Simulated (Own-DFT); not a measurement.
# Computed records: Hf$_{36}$O$_{71}$ (tetragonal hafnia with one neutral oxygen vacancy, atoms displaced)

All values are calculated (Own-DFT development build). A calculation, not a measurement: plane-wave PBE and HSE06 DFT by an unreviewed code, no spin, of a simulated cell at Gamma alone, so results move with cell size and shape, stress positive in tension, energies less offsets, not probed for a lower state with spin; hafnium file: forces about 75 meV/angstrom off all-electron values; oxygen file: force components 24 meV/angstrom off all-electron in a glass; k mesh not checked against a denser one; forces and stress are PBE's, HSE06 gives the energy alone, and its difference from PBE has offsets of its own; offsets are fitted by least squares, one for each functional and potential file, so energies compare only between cells with the same atoms and settings and are not formation energies; the far tail of each file's local potential was reset to the Coulomb form; each entry is a single point on an unrelaxed cell, so the pressure reflects the starting lattice, taken from the Materials Project, from which strain is counted, and rises with the displacements; printed positions are rounded, which can move forces by about a meV/angstrom; the program is a retired in-house code; no spin-orbit coupling.

Common to all runs: first functional PBE; second functional HSE06; exact exchange share 0.25; screening 0.11 1/bohr; exchange divergence Gygi-Baldereschi; potential files PseudoDojo norm-conserving, scalar-relativistic, made for PBE, standard set; wave cutoff 48 hartree; occupations fixed; k mesh 1 x 1 x 1 centred on Gamma.

(1) Hf$_{36}$O$_{71}$ (tetragonal hafnia with one neutral oxygen vacancy, atoms displaced)

```
Hf36O71
1.0
     10.7800     0.0000     0.0000
      0.0000    10.7800     0.0000
      0.0000     0.0000    10.4493
Hf O Hf O Hf O Hf O Hf O Hf O Hf O Hf O Hf O Hf O Hf O Hf O Hf O Hf O Hf O Hf O Hf O Hf O
2 4 2 4 2 3 2 4 2 4 2 4 2 4 2 4 2 4 2 4 2 4 2 4 2 4 2 4 2 4 2 4 2 4 2 4
Direct
  0.00523 0.99609 0.00024
  0.16922 0.16729 0.25171
  0.99862 0.16538 0.15711
  0.16788 0.00212 0.34720
  0.99673 0.17114 0.40114
  0.16852 0.99995 0.10008
  0.99925 0.99960 0.50051
  0.16822 0.16386 0.75159
  0.00307 0.16781 0.65076
  0.16668 0.99648 0.84525
  0.99862 0.16424 0.90341
  0.16481 0.99548 0.59695
  0.00114 0.33447 0.99967
  0.16948 0.50112 0.24671
  0.00446 0.49840 0.15516
  0.17196 0.33140 0.35055
  0.17327 0.33245 0.09615
  0.00214 0.33297 0.49767
  0.16577 0.49910 0.74752
  0.99878 0.50748 0.65346
  0.16608 0.33484 0.84787
  0.00432 0.50044 0.90649
  0.16684 0.33559 0.59590
  0.00110 0.66993 0.00397
  0.16465 0.83407 0.24763
  0.99431 0.83497 0.15294
  0.16931 0.66994 0.34345
  0.00186 0.83499 0.40406
  0.16827 0.66157 0.10077
  0.99886 0.66985 0.50089
  0.16984 0.83411 0.75157
  0.00025 0.83595 0.65288
  0.16510 0.67456 0.84988
  0.99526 0.83496 0.90175
  0.16378 0.66761 0.59712
  0.33197 0.99870 0.99904
  0.50498 0.16712 0.24468
  0.33432 0.16525 0.15224
  0.50451 0.00039 0.35003
  0.32865 0.16763 0.40215
  0.50379 0.99951 0.10474
  0.33705 0.00287 0.49073
  0.49968 0.16999 0.74737
  0.33586 0.17242 0.65374
  0.50042 0.00481 0.84261
  0.32903 0.16458 0.89971
  0.49931 0.99855 0.59529
  0.33556 0.33017 0.00442
  0.50253 0.49714 0.25197
  0.33247 0.49860 0.14981
  0.49454 0.33273 0.34539
  0.33121 0.50215 0.40162
  0.49506 0.33235 0.09743
  0.33347 0.33483 0.49682
  0.50163 0.50035 0.75309
  0.33473 0.50269 0.65042
  0.50154 0.33934 0.84902
  0.33522 0.50008 0.90078
  0.49883 0.33288 0.59415
  0.33846 0.66460 0.99852
  0.50007 0.82794 0.24669
  0.32871 0.83638 0.15584
  0.50020 0.66356 0.34795
  0.33429 0.83742 0.40088
  0.50074 0.66363 0.10457
  0.33432 0.67073 0.50261
  0.49981 0.83372 0.75017
  0.33513 0.83411 0.65357
  0.49569 0.66451 0.85107
  0.33644 0.83548 0.90438
  0.49442 0.66879 0.59660
  0.66212 0.00006 0.99782
  0.83384 0.16736 0.25501
  0.66177 0.16309 0.15234
  0.82896 0.00079 0.35074
  0.66958 0.16550 0.40219
  0.83146 0.99468 0.09783
  0.66453 0.00227 0.49550
  0.83365 0.17105 0.74733
  0.66662 0.16492 0.65130
  0.83106 0.00230 0.85017
  0.66324 0.16732 0.89948
  0.82983 0.99786 0.59898
  0.66482 0.33154 0.99810
  0.83674 0.50045 0.25063
  0.66780 0.49859 0.15124
  0.82886 0.33446 0.34576
  0.66680 0.50194 0.40342
  0.83507 0.33479 0.09360
  0.67097 0.33409 0.50179
  0.83267 0.50149 0.74951
  0.66907 0.50014 0.65405
  0.83549 0.33582 0.84815
  0.66807 0.50032 0.90455
  0.83388 0.33361 0.60452
  0.67195 0.66170 0.99746
  0.83409 0.83489 0.24627
  0.66495 0.83527 0.15625
  0.83648 0.66756 0.35004
  0.66502 0.83084 0.40294
  0.83189 0.66585 0.09617
  0.66540 0.66897 0.50285
  0.83250 0.83258 0.74729
  0.66555 0.83435 0.65647
  0.83814 0.66632 0.84815
  0.66830 0.83055 0.90296
  0.83088 0.66762 0.59750
```

Results for Hf$_{36}$O$_{71}$ (tetragonal hafnia with one neutral oxygen vacancy, atoms displaced): PBE energy of cell above offsets -101.236 eV; HSE06 less PBE above offsets -0.178 eV; PBE pressure 0.86 GPa; PBE stress xx -0.74 GPa; PBE stress yy -0.39 GPa; PBE stress zz -1.44 GPa; PBE stress yz 0.2 GPa; PBE stress xz -0.03 GPa; PBE stress xy -0.05 GPa.

Force:
```tsv
element	x (eV/Å)	y (eV/Å)	z (eV/Å)
Hf	-1.744	0.892	-0.108
Hf	-0.141	0.06	-0.25
O	0.328	0.101	-0.154
O	-0.318	-0.202	-0.092
O	-0.159	-0.554	0.183
O	-0.257	-0.104	-0.494
Hf	-0.033	0.083	0.564
Hf	0.013	0.591	-0.298
O	-0.405	-0.079	0.175
O	0.051	0.542	0.931
O	0.417	0.25	0.099
O	0.77	0.542	-0.27
Hf	0.377	-0.487	-0.136
Hf	0.61	0.162	0.859
O	-0.878	-0.046	0.353
O	-0.852	0.644	-0.388
O	-1.322	-0.189	0.437
Hf	0.259	0.619	0.381
Hf	0.398	0.41	0.403
O	-0.037	-0.389	-0.301
O	-0.139	-0.39	-0.463
O	-0.061	0.414	-0.019
O	-0.362	0.276	0.17
Hf	0.402	-0.413	-0.946
Hf	0.171	0.09	0.815
O	1.521	-0.346	-0.58
O	-0.598	-0.458	0.362
O	-0.093	0.144	-0.332
O	-0.202	0.587	-0.566
Hf	-0.048	-0.602	-0.165
Hf	-0.497	-0.268	-1.215
O	-0.151	-0.194	0.038
O	0.174	-1.218	0.028
O	0.287	-0.291	0.411
O	0.569	0.082	-0.104
Hf	0.636	0.41	0.636
Hf	-1.313	-0.587	1.082
O	0.168	-0.103	-0.16
O	-0.321	0.229	-0.426
O	0.221	-0.005	-0.18
O	-1.244	-0.154	-1.163
Hf	-0.45	-0.365	1.102
Hf	0.237	0.076	-0.084
O	-0.72	-0.279	-0.197
O	0.033	-0.742	0.631
O	0.224	0.145	0.408
O	-0.059	0.204	0.12
Hf	-0.832	0.534	-1.191
Hf	-0.461	0.727	-0.163
O	0.865	0.045	0.099
O	0.409	-0.322	0.12
O	0.115	0.112	0.072
O	1.614	-0.135	0.259
Hf	-0.165	0.396	0.157
Hf	-0.952	0.214	-0.72
O	-0.098	-0.112	0.43
O	0.112	-1.079	-0.024
O	-0.255	-0.1	0.219
O	0.908	0.136	0.171
Hf	-0.427	-0.4	0.311
Hf	-0.125	0.398	0.812
O	0.815	-0.177	-0.66
O	-0.13	0.27	0.184
O	0.053	-0.608	0.054
O	0.135	0.434	-0.855
Hf	-0.931	-0.446	-0.719
Hf	-0.017	0.243	-0.003
O	-0.234	-0.23	0.064
O	0.335	0.452	-0.179
O	0.176	-0.253	0
O	1.527	0.039	0.59
Hf	1.34	-0.334	-0.014
Hf	0.091	-0.616	-0.842
O	1.757	0.649	-0.617
O	0.368	-0.258	-0.372
O	-0.129	1.191	-0.156
O	0.14	0.311	-0.129
Hf	0.042	-0.785	0.55
Hf	0.357	-1.121	0.591
O	-0.064	0.397	-0.148
O	-0.12	-0.06	-0.732
O	0.036	0.412	0.365
O	0.545	0.16	-0.327
Hf	0.422	0.11	0.328
Hf	-0.291	0.326	0.04
O	-0.107	-0.208	0.212
O	0.29	0.275	0.481
O	-0.092	-0.408	0.14
O	-0.517	-0.178	0.318
Hf	-0.539	0.105	-0.046
Hf	0.614	-0.003	0.239
O	-0.649	0.035	-0.063
O	-0.149	-0.146	0.028
O	0.007	-0.336	-0.552
O	0.279	-0.047	-0.943
Hf	-0.842	0.896	0.675
Hf	-1.31	0.415	0.892
O	0.381	-0.352	-0.425
O	0.414	-0.315	-0.481
O	0.034	0.088	0.234
O	0.56	-0.055	0.472
Hf	-0.279	-0.024	-0.523
Hf	0.346	1.068	0.684
O	-0.279	-0.454	-0.395
O	-0.395	-0.183	0.019
O	-0.4	-0.001	0.208
O	0.231	0.217	0.167
```

(2) Hf$_{36}$O$_{71}$ (tetragonal hafnia with one neutral oxygen vacancy, atoms displaced)

```
Hf36O71
1.0
     10.7800     0.0000     0.0000
      0.0000    10.7800     0.0000
      0.0000     0.0000    10.4493
Hf O Hf O Hf O Hf O Hf O Hf O Hf O Hf O Hf O Hf O Hf O Hf O Hf O Hf O Hf O Hf O Hf O Hf O
2 4 2 4 2 4 2 4 2 4 2 4 2 4 2 4 2 4 2 4 2 4 2 4 2 4 2 4 2 4 2 4 2 3 2 4
Direct
  0.00202 0.99792 0.99925
  0.17238 0.16132 0.25085
  0.00143 0.16313 0.14988
  0.16485 0.00257 0.35035
  0.99638 0.16276 0.40080
  0.16688 0.99904 0.09711
  0.00005 0.00091 0.49701
  0.17112 0.16719 0.75417
  0.99748 0.16657 0.64986
  0.16897 0.00262 0.84889
  0.00042 0.17155 0.90524
  0.16629 0.00026 0.59779
  0.99719 0.33250 0.99402
  0.16552 0.49732 0.24735
  0.99985 0.50030 0.15389
  0.16418 0.32733 0.34801
  0.00333 0.50313 0.40335
  0.16446 0.33388 0.09506
  0.00346 0.32909 0.50113
  0.17040 0.49892 0.74896
  0.99842 0.50315 0.64590
  0.16570 0.33145 0.84698
  0.00538 0.49770 0.90048
  0.16768 0.33435 0.60228
  0.00225 0.66719 0.99949
  0.16846 0.82821 0.24872
  0.99772 0.83686 0.15035
  0.16588 0.66430 0.34614
  0.99632 0.83481 0.40160
  0.16803 0.66472 0.10199
  0.00062 0.66836 0.49994
  0.16226 0.83653 0.74921
  0.00137 0.83658 0.65378
  0.16376 0.66141 0.84567
  0.00030 0.83309 0.90785
  0.16011 0.67219 0.59773
  0.33207 0.99619 0.99922
  0.50186 0.16472 0.24995
  0.33689 0.16169 0.15095
  0.49398 0.99558 0.34783
  0.33699 0.16442 0.39761
  0.50224 0.99723 0.09912
  0.33173 0.00130 0.49975
  0.49746 0.16266 0.75136
  0.33719 0.16634 0.65417
  0.50020 0.99483 0.84837
  0.32819 0.16677 0.90600
  0.49987 0.99997 0.59861
  0.33387 0.33361 0.99919
  0.49936 0.49593 0.24670
  0.33533 0.49934 0.15072
  0.49934 0.33242 0.34747
  0.33754 0.50056 0.40519
  0.50296 0.33523 0.09335
  0.33280 0.33747 0.50148
  0.49638 0.49868 0.75184
  0.33200 0.49751 0.65558
  0.50139 0.32727 0.84654
  0.32722 0.50378 0.90117
  0.50070 0.33582 0.59466
  0.33485 0.66097 0.00062
  0.49972 0.83353 0.24661
  0.33295 0.82609 0.15675
  0.50043 0.67077 0.34987
  0.33237 0.83485 0.40298
  0.49830 0.66819 0.09927
  0.33487 0.66885 0.50027
  0.49833 0.83280 0.74638
  0.33250 0.83457 0.65270
  0.49772 0.67264 0.84499
  0.33333 0.83693 0.89820
  0.50240 0.66580 0.59676
  0.66375 0.00353 0.00367
  0.83095 0.17058 0.24989
  0.66904 0.16912 0.15050
  0.83559 0.00297 0.34976
  0.66912 0.16772 0.40406
  0.83259 0.00361 0.10049
  0.66843 0.99878 0.50163
  0.83822 0.16227 0.74861
  0.66917 0.16968 0.65446
  0.83622 0.99850 0.85094
  0.66724 0.17004 0.90554
  0.83608 0.00256 0.59516
  0.66823 0.33205 0.99888
  0.83506 0.49977 0.25061
  0.67159 0.50569 0.15368
  0.83188 0.33444 0.34711
  0.66907 0.50031 0.40585
  0.83270 0.33589 0.09658
  0.66965 0.33272 0.50069
  0.83279 0.49744 0.74276
  0.66652 0.49615 0.64928
  0.83409 0.33435 0.84743
  0.66501 0.50141 0.90313
  0.83583 0.32968 0.60022
  0.66856 0.66615 0.99761
  0.83852 0.82959 0.25201
  0.66455 0.83130 0.14907
  0.82967 0.66599 0.35090
  0.66659 0.83293 0.39910
  0.66688 0.66826 0.49617
  0.83661 0.83815 0.75047
  0.66304 0.84031 0.65152
  0.83320 0.66805 0.84345
  0.66282 0.83145 0.90352
  0.83333 0.66487 0.59996
```

The calculation gives: PBE energy of cell above offsets -101.007 eV; HSE06 less PBE above offsets -0.153 eV; PBE pressure 0.78 GPa; PBE stress xx -0.33 GPa; PBE stress yy -0.58 GPa; PBE stress zz -1.43 GPa; PBE stress yz -0.08 GPa; PBE stress xz 0.04 GPa; PBE stress xy -0.02 GPa.

Force:
```tsv
element	x (eV/Å)	y (eV/Å)	z (eV/Å)
Hf	-1.062	1.282	1.209
Hf	-1.027	0.441	-0.701
O	0.082	0.23	0.651
O	0.189	-1.071	-0.248
O	0.246	1.049	0.261
O	0.466	-0.334	0.128
Hf	-0.03	0.181	-0.191
Hf	-0.55	0.106	-0.641
O	1.369	0.022	0.314
O	-0.487	-0.359	0.036
O	0.001	-1.634	-1.066
O	0.067	0.112	0.253
Hf	0.001	0.584	1.031
Hf	-0.465	-0.254	0.349
O	-0.017	0.499	-0.227
O	0.269	0.746	0.115
O	0.005	-0.835	-0.244
O	0.842	0.226	0.059
Hf	-0.427	0.516	-0.277
Hf	-2.057	0.019	0.261
O	0.568	-0.427	0.634
O	0.508	0.347	-0.022
O	-0.308	0.619	0.199
O	0.054	-0.234	-0.473
Hf	-0.651	-1.027	-0.066
Hf	-0.237	0.492	0.43
O	0.771	-0.692	0.111
O	0.217	0.207	0.117
O	0.216	-0.422	-0.189
O	-0.208	0.137	-0.491
Hf	-0.685	-0.782	0.136
Hf	1.278	-0.837	0.166
O	-0.667	0.154	-0.033
O	0.133	1.481	0.101
O	0.364	-0.154	-0.966
O	1.599	-0.176	-0.058
Hf	0.347	0.21	0.076
Hf	-0.191	-0.329	0.558
O	0.019	0.45	-0.02
O	0.53	0.9	-0.159
O	-0.252	0.738	0.707
O	-0.779	0.222	0.04
Hf	0.53	-0.252	-0.08
Hf	1.4	-0.379	-0.292
O	-0.901	0.078	-0.186
O	-0.076	1.336	0.17
O	0.295	-0.243	-0.395
O	-0.176	0.364	-0.308
Hf	-0.558	-0.172	0.303
Hf	0.905	0.984	0.723
O	-0.32	-0.21	-0.073
O	0.047	0.001	-0.56
O	-0.315	0.021	-0.224
O	-0.58	0.216	0.549
Hf	0.566	-0.873	-0.375
Hf	1.576	0.196	-0.317
O	0.456	0.214	-0.675
O	-0.682	1.143	-0.006
O	0.706	-1.397	-0.173
O	-0.483	-0.013	0.157
Hf	0.126	1.78	0.042
Hf	0.778	-0.459	0.456
O	-0.32	0.601	-0.778
O	-0.225	-0.982	-0.349
O	-0.547	-0.402	0.173
O	0.15	-0.54	-0.571
Hf	-0.008	0.577	-0.066
Hf	0.245	0.277	0.331
O	-0.502	-0.253	-0.313
O	-0.351	-1.759	0.246
O	-0.524	-1.013	0.861
O	-0.642	-0.109	0.185
Hf	1.051	-1.095	-0.388
Hf	1.327	-1.112	-0.228
O	-0.918	-0.038	0.236
O	-0.38	-0.472	-0.321
O	-0.406	-0.475	-0.333
O	-0.06	-0.2	-0.563
Hf	-0.165	-0.208	-0.304
Hf	-0.83	0.996	0.269
O	-0.477	-0.368	0.221
O	0.124	0.342	-0.265
O	-0.059	-1.017	-0.303
O	-0.428	-0.266	0.734
Hf	0.601	0.556	-0.279
Hf	-0.135	0.16	0.154
O	-0.639	0.209	0.027
O	0.209	0.041	0.306
O	-0.267	-0.194	-0.463
O	0.184	-0.139	0.231
Hf	-0.075	0.37	0.377
Hf	0.192	0.502	0.384
O	-0.406	0.013	0.703
O	-0.016	-0.291	-0.178
O	-0.399	-0.333	-0.264
O	0.111	0.294	-0.483
Hf	0.449	0.71	0.539
Hf	-1.41	1.092	-0.195
O	1.054	-0.317	0.443
O	0.363	0	-0.823
O	0.188	0.579	0.349
Hf	0.172	-0.221	0.233
Hf	-1.295	-1.153	-0.082
O	1.277	-0.106	-0.077
O	0.184	-0.152	0.563
O	0.472	0.631	-0.035
O	-0.208	0.529	-0.503
```
